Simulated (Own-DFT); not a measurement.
# Point defects and the pressure they add: zincblende GaAs

Source: density functional calculations with Own-DFT, an unreviewed in-house program that is no longer used. Nothing was measured or relaxed, and spin and spin-orbit coupling are left out.

All runs used: PBE; PseudoDojo norm-conserving scalar-relativistic files; cutoff 42 hartree; 3 x 3 x 3 k mesh centred on Gamma; Fermi-Dirac smearing of 0.1 eV.

Caveats (not all hold for every row): not probed for a lower state with spin; forces not confirmed at this smearing and k mesh; stress not checked against mesh or cutoff.

All runs share one cell, with vectors in Å (11.737, 0.000, 0.000); (0.000, 11.737, 0.000); (0.000, 0.000, 10.833) and a volume of 1492.4 Å³, strained against the parent crystal. u is the rms random offset of the atoms per axis. The defect's site can differ from row to row.

| cell | formula | u (Å) | P (GPa) |
|---|---|---|---|
| no defect | As32Ga32 | 0.0308 | 1.29 |
| no defect | As32Ga32 | 0.0321 | 1.27 |
| no defect | As32Ga32 | 0.0481 | 1.48 |
| one Al on a Ga site | AlAs32Ga31 | 0.0300 | 1.21 |
| one Al on a Ga site | AlAs32Ga31 | 0.0310 | 1.27 |
| one Al on a Ga site | AlAs32Ga31 | 0.0511 | ? |
| one Al on a Ga site | AlAs32Ga31 | 0.0522 | 1.57 |
| one As vacancy and one Ga vacancy | As31Ga31 | 0.0284 | 0.91 |
| one As vacancy and one Ga vacancy | As31Ga31 | 0.0309 | 0.90 |
| one As vacancy and one Ga vacancy | As31Ga31 | 0.0456 | 1.28 |

## Analysis

P = P0 + c u² + a shift for each defect gives P0 = 1.05 GPa, c = 204 ± 29 GPa/Å² and a scatter of 0.06 GPa. The shifts, and each times the cell's volume:

- one Al on a Ga site: -0.02 ± 0.05 GPa, -0.2 eV (not resolved)
- one As vacancy and one Ga vacancy: -0.29 ± 0.05 GPa, -2.7 eV

A positive shift means that the defect pushes the cell outwards. Shift times volume (160.2 GPa Å³ is 1 eV) depends little on the cell's size, so, taken for each site, it can be compared between cells at like pressure. The atoms around the defects weren't relaxed, which would change these numbers.

## Prediction

Q: what pressure belongs in the blank (one Al on a Ga site, u = 0.0511 Å)?

Estimate: 1.57 ± 0.08 GPa. The hidden result is 1.59 GPa.
